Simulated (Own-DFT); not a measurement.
# Which defects push the lattice out? C11b WSi2

Source: density functional calculations with Own-DFT, an unreviewed in-house program that is no longer used. Nothing was measured or relaxed, and spin and spin-orbit coupling are left out.

Common settings: PBEsol; PseudoDojo norm-conserving scalar-relativistic files, made for PBE; cutoff 50 hartree; 5 x 5 x 5 k mesh centred on Gamma; cold (Marzari-Vanderbilt) smearing of 0.2 eV.

Caveats: forces on such cells failed a check on a denser k mesh; stress not checked against mesh or cutoff.

All runs share one cell, with vectors in Å (-2.148, -5.953, 3.409); (-6.444, 2.976, 1.136); (-2.553, -2.948, -6.757) and a volume of 403.2 Å³. u is the rms random offset of the atoms per axis. The defect's site can differ from row to row.

| cell | formula | u (Å) | P (GPa) |
|---|---|---|---|
| no defect | Si20W10 | 0.0193 | 0.16 |
| no defect | Si20W10 | 0.0475 | 1.55 |
| no defect | Si20W10 | 0.0551 | 2.16 |
| one Si on a W site | Si21W9 | 0.0315 | 2.47 |
| one Si on a W site | Si21W9 | 0.0319 | 2.40 |
| one Si on a W site | Si21W9 | 0.0521 | 4.30 |
| one Si vacancy | Si19W10 | 0.0266 | -1.10 |
| one Si vacancy | Si19W10 | 0.0293 | -1.01 |
| one Si vacancy | Si19W10 | 0.0498 | 0.16 |
| one W vacancy | Si20W9 | 0.0308 | ? |
| one W vacancy | Si20W9 | 0.0319 | -0.32 |
| one W vacancy | Si20W9 | 0.0497 | 0.70 |
| one W vacancy | Si20W9 | 0.0503 | 0.91 |
| one W on a Si site | Si19W11 | 0.0292 | 5.40 |
| one W on a Si site | Si19W11 | 0.0480 | 6.28 |
| one W on a Si site | Si19W11 | 0.0568 | 7.18 |

## What the rows give

P = P0 + c u² + a shift for each defect gives P0 = -0.21 GPa, c = 797 ± 49 GPa/Å² and a scatter of 0.17 GPa. The shifts, and each times the cell's volume:

- one W on a Si site: 4.80 ± 0.14 GPa, 12.1 eV
- one Si on a W site: 2.02 ± 0.14 GPa, 5.1 eV
- one W vacancy: -0.96 ± 0.14 GPa, -2.4 eV
- one Si vacancy: -1.51 ± 0.14 GPa, -3.8 eV

A positive shift means that the defect pushes the cell outwards. Shift times volume (160.2 GPa Å³ is 1 eV) depends little on the cell's size, so, taken for each site, it can be compared between cells at like pressure. The atoms around the defects weren't relaxed, which would change these numbers.

## Withheld run

Question: what pressure belongs in the blank (one W vacancy, u = 0.0308 Å)?

From the fit: -0.41 ± 0.20 GPa. The run itself gave -0.44 GPa.
